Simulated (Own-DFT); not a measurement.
# Computed records: Al$_{3}$GaN$_{4}$ (wurtzite random alloy, strained, atoms displaced)

All values are calculated (Own-DFT development build). A calculation, not a measurement: plane-wave PBE density functional theory by an unreviewed code, no spin, of a simulated periodic cell, stress positive in tension, free energy of the whole cell less one offset for each atom, forces on such cells passed a denser k mesh, this cell's mesh not checked; offsets are fitted by least squares, one for each functional and potential file, so energies compare only between cells with the same atoms and settings and are not formation energies; the far tail of each file's local potential was reset to the Coulomb form; each entry is a single point on an unrelaxed cell, so the pressure reflects the starting lattice, mostly measured values, from which strain is counted, and rises with the displacements; printed positions are rounded, which can move forces by about a meV/angstrom; the program is a retired in-house code; no spin-orbit coupling.

```cif
# cell vector a (Å): 9.4877 0.0000 0.0000
# cell vector b (Å): -4.7438 8.2166 0.0000
# cell vector c (Å): 0.0000 0.0000 10.0655
data_Al3GaN4
_symmetry_space_group_name_H-M 'P 1'
_symmetry_Int_Tables_number 1
_cell_length_a 9.4877
_cell_length_b 9.4877
_cell_length_c 10.0655
_cell_angle_alpha 90.000
_cell_angle_beta 90.000
_cell_angle_gamma 120.000
_cell_volume 784.67
loop_
_atom_site_label
_atom_site_type_symbol
_atom_site_fract_x
_atom_site_fract_y
_atom_site_fract_z
_atom_site_occupancy
Ga1 Ga 0.12498 0.23249 0.00401 1
Al1 Al 0.22338 0.11512 0.25112 1
N1 N 0.10185 0.21290 0.18539 1
N2 N 0.22069 0.11644 0.43819 1
Al2 Al 0.10739 0.21784 0.49761 1
Al3 Al 0.22067 0.11332 0.73972 1
N3 N 0.10617 0.21790 0.69528 1
N4 N 0.22539 0.10979 0.93616 1
Al4 Al 0.11943 0.54914 0.01302 1
Ga2 Ga 0.21978 0.45076 0.25451 1
N5 N 0.10434 0.55686 0.19373 1
N6 N 0.22571 0.45490 0.44296 1
Ga3 Ga 0.11315 0.55350 0.50797 1
Al5 Al 0.22864 0.44325 0.75664 1
N7 N 0.11409 0.55708 0.68792 1
N8 N 0.22671 0.44428 0.93824 1
Al6 Al 0.11144 0.89232 0.00333 1
Al7 Al 0.22001 0.78127 0.24895 1
N9 N 0.11156 0.90305 0.19285 1
N10 N 0.22186 0.78047 0.44217 1
Ga4 Ga 0.10550 0.88818 0.49071 1
Al8 Al 0.22148 0.77284 0.73740 1
N11 N 0.11810 0.88942 0.69601 1
N12 N 0.20907 0.76945 0.93889 1
Al9 Al 0.45374 0.23471 0.00490 1
Ga5 Ga 0.56247 0.11338 0.26287 1
N13 N 0.44962 0.21839 0.18890 1
N14 N 0.56340 0.11435 0.44408 1
Al10 Al 0.44805 0.21819 0.49947 1
Al11 Al 0.55866 0.10890 0.74599 1
N15 N 0.44434 0.21573 0.69243 1
N16 N 0.55770 0.10693 0.93677 1
Al12 Al 0.43955 0.55606 0.99644 1
Ga6 Ga 0.55562 0.45376 0.25493 1
N17 N 0.43666 0.54928 0.19939 1
N18 N 0.56199 0.44290 0.43669 1
Ga7 Ga 0.44226 0.55878 0.49502 1
Al13 Al 0.55349 0.45051 0.74968 1
N19 N 0.44638 0.55897 0.69309 1
N20 N 0.56640 0.44847 0.94153 1
Al14 Al 0.43454 0.88395 0.99608 1
Al15 Al 0.54970 0.78276 0.24920 1
N21 N 0.44214 0.88583 0.18316 1
N22 N 0.55156 0.77988 0.44827 1
Al16 Al 0.44643 0.88464 0.50052 1
Ga8 Ga 0.55013 0.76944 0.74866 1
N23 N 0.43911 0.89380 0.68525 1
N24 N 0.55636 0.78098 0.94527 1
Al17 Al 0.78278 0.22218 0.00478 1
Al18 Al 0.89368 0.12188 0.25045 1
N25 N 0.78495 0.23561 0.19540 1
N26 N 0.88923 0.10443 0.43956 1
Al19 Al 0.78155 0.21924 0.50599 1
Al20 Al 0.87795 0.10437 0.75363 1
N27 N 0.77665 0.22532 0.68594 1
N28 N 0.89071 0.11433 0.93602 1
Al21 Al 0.77911 0.55396 0.99416 1
Al22 Al 0.87801 0.43531 0.24940 1
N29 N 0.78292 0.55639 0.19859 1
N30 N 0.88419 0.44170 0.44163 1
Al23 Al 0.76867 0.55153 0.49227 1
Al24 Al 0.89453 0.44768 0.75114 1
N31 N 0.78803 0.55005 0.68905 1
N32 N 0.88900 0.43135 0.94424 1
Ga9 Ga 0.78028 0.88941 0.00407 1
Al25 Al 0.88492 0.76663 0.25737 1
N33 N 0.77542 0.88234 0.19132 1
N34 N 0.89796 0.78679 0.43611 1
Al26 Al 0.78821 0.88819 0.49542 1
Al27 Al 0.88700 0.77715 0.75369 1
N35 N 0.77690 0.88706 0.68337 1
N36 N 0.88432 0.77800 0.94547 1
_calc_functional 'PBE'
_calc_potential_files 'PseudoDojo norm-conserving, scalar-relativistic, standard set'
_calc_wave_cutoff 42  # hartree
_calc_occupations 'Fermi-Dirac'
_calc_smearing_width 0.1  # eV
_calc_k_mesh '4 x 4 x 3 centred on Gamma'
_calc_free_energy_of_cell_above_offsets '-17.545'  # eV
_calc_pressure 2.31  # GPa
_calc_stress_xx -0.74  # GPa
_calc_stress_yy -0.48  # GPa
_calc_stress_zz -5.71  # GPa
_calc_stress_yz -0.38  # GPa
_calc_stress_xz -0.04  # GPa
_calc_stress_xy 0.26  # GPa
```

Force:
```tsv
element	x (eV/Å)	y (eV/Å)	z (eV/Å)
Ga	-0.383	-2.54	-1.749
Al	0.309	0.371	-0.618
N	0.684	1.295	2.315
N	0.991	0.83	0.124
Al	-0.077	0.999	1.004
Al	0.91	-0.844	1.579
N	-0.306	0.876	-1.139
N	0.526	0.714	0.29
Al	-2.127	0.821	-2.198
Ga	-0.415	-1.169	-0.201
N	-0.097	0.274	0.31
N	0.194	-2.838	0.128
Ga	-1.838	0.495	-2.02
Al	-1.39	-0.523	-1.774
N	0.76	-1.009	2.728
N	-0.184	1.514	0.595
Al	-0.01	-0.056	-0.709
Al	-0.156	0.315	0.061
N	0.637	-2.097	0.111
N	1.172	0.146	-1.049
Ga	2.122	1.023	2.214
Al	-0.572	0.949	1.861
N	-1.714	-0.172	-0.806
N	1.076	-0.194	0.242
Al	0.459	-2.321	-1.423
Ga	-0.46	-0.443	-2.638
N	-1.427	0.67	0.739
N	-0.249	-0.956	1.728
Al	-0.674	0.313	0.57
Al	-0.624	0.434	0.992
N	-0.611	1.564	-0.935
N	-0.177	0.536	0.658
Al	1.843	0.698	1.139
Ga	1.153	-1.49	-1.789
N	-0.237	2.045	-2.127
N	-1.614	-0.695	2.153
Ga	1.206	-0.438	0.768
Al	2.141	-1.415	-0.107
N	-0.135	-2.4	-0.337
N	-2.02	0.205	-0.358
Al	0.073	0.943	-0.527
Al	1.222	-0.518	0.087
N	-0.575	-0.079	1.137
N	1.796	0.693	-1.912
Al	-1.531	1.067	0.138
Ga	-0.228	2.832	0.562
N	0.993	-0.754	0.361
N	-0.997	-1.273	-0.365
Al	-0.892	-1.289	-0.722
Al	-0.326	-1.898	-0.126
N	0.936	-3.214	-1.179
N	-0.363	1.099	-0.14
Al	-0.038	0.692	-1.128
Al	0.588	0.676	-0.873
N	0.872	-0.462	1.271
N	-0.12	0.098	1.048
Al	1.275	0.415	1.187
Al	0.68	3.002	1.538
N	-0.325	-0.186	-1.533
N	0.064	-0.376	-0.329
Al	2.724	0.807	1.55
Al	0.479	-1.053	0.388
N	-2.639	1.286	-0.125
N	-0.063	2.103	-0.314
Ga	-0.629	0.717	-0.196
Al	-0.145	2.158	-2.274
N	-0.64	0.593	2.118
N	-2.334	-2.819	0.469
Al	-1.82	0.016	0.409
Al	0.946	0.111	-0.467
N	0.629	-0.046	0.624
N	1.703	-0.83	-1.009
```
